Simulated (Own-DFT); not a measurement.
# How strain changes the stress of wurtzite AlGaN with randomly placed atoms, 72 atoms (Al9Ga27N36)

These are calculations, not measurements. They come from Own-DFT, an in-house plane-wave density functional program, since retired, whose code no person has reviewed. Each row is one single-point run on a periodic cell that was not relaxed, without spin or spin-orbit coupling.

Settings of every run: PBE; PseudoDojo norm-conserving scalar-relativistic files (stringent for Ga); cutoff 96 hartree; 4 x 4 x 3 k mesh centred on Gamma; Gaussian smearing of 0.01 eV.

Known limits: forces on such cells passed a denser k mesh, each cell not checked; stress not checked against mesh or cutoff.

Unstrained cell vectors in Å: (9.509, 0.000, 0.000); (-4.755, 8.235, 0.000); (0.000, 0.000, 10.268). The unstrained cell has measured lattice constants (interpolated for alloys), not those of this functional. That, the random moves and any unrelaxed bonds set the pressure at no strain. Each run strains this cell uniformly, with the atoms carried along. Every atom was also moved at random, by a Gaussian of width 0.05 Å on each axis. The random placing of the alloy's atoms differs from row to row. Strain is the symmetric tensor, in per cent. Stress is positive in tension, and the pressure is minus a third of its trace.

```
run  e_xx (%)  e_yy (%)  e_zz (%)  s_xx (GPa)  s_yy (GPa)  s_zz (GPa)  P (GPa)  E (meV/atom)
  1     -2.25     -2.25      0.00      -20.05      -21.82      -10.70    17.53          55.7
  2      3.00      3.00      0.00        7.29        6.31       -3.62    -3.32          15.1
  3      0.25      0.25      0.00       -5.85       -5.51       -7.34     6.23           9.0
  4      2.75      2.75      0.00        5.77        5.94       -4.10    -2.54          10.9
  5      1.00      1.00      0.00       -1.23       -2.47       -5.32     3.01           0.0
  6     -2.50     -2.50      0.00      -23.56      -22.87      -10.84    19.09          64.1
  7     -1.75     -1.75      0.00      -18.13      -15.68       -9.86    14.56          23.7
  8     -1.00     -1.00      0.00      -12.08      -13.18       -8.20    11.15          20.2
  9      2.00      2.00      0.00           ?           ?           ?        ?             ?
```

E is the free energy for each atom above the lowest run shown.

## Worked fit

The change of volume is close to e_xx + e_yy + e_zz. A straight line through the runs shown gives P = 8.05 - 200 x (fractional change of volume) GPa, with an error of 8 on the slope and a scatter of 0.94 GPa. The strain isn't the same on all axes and the cell isn't cubic, so the slope belongs to this path and is not the bulk modulus.

## Withheld run

Question: what pressure should run 9 give? Its volume changes by 4.04 %.

The line gives 0.0 GPa. The calculation gave -0.41 GPa.
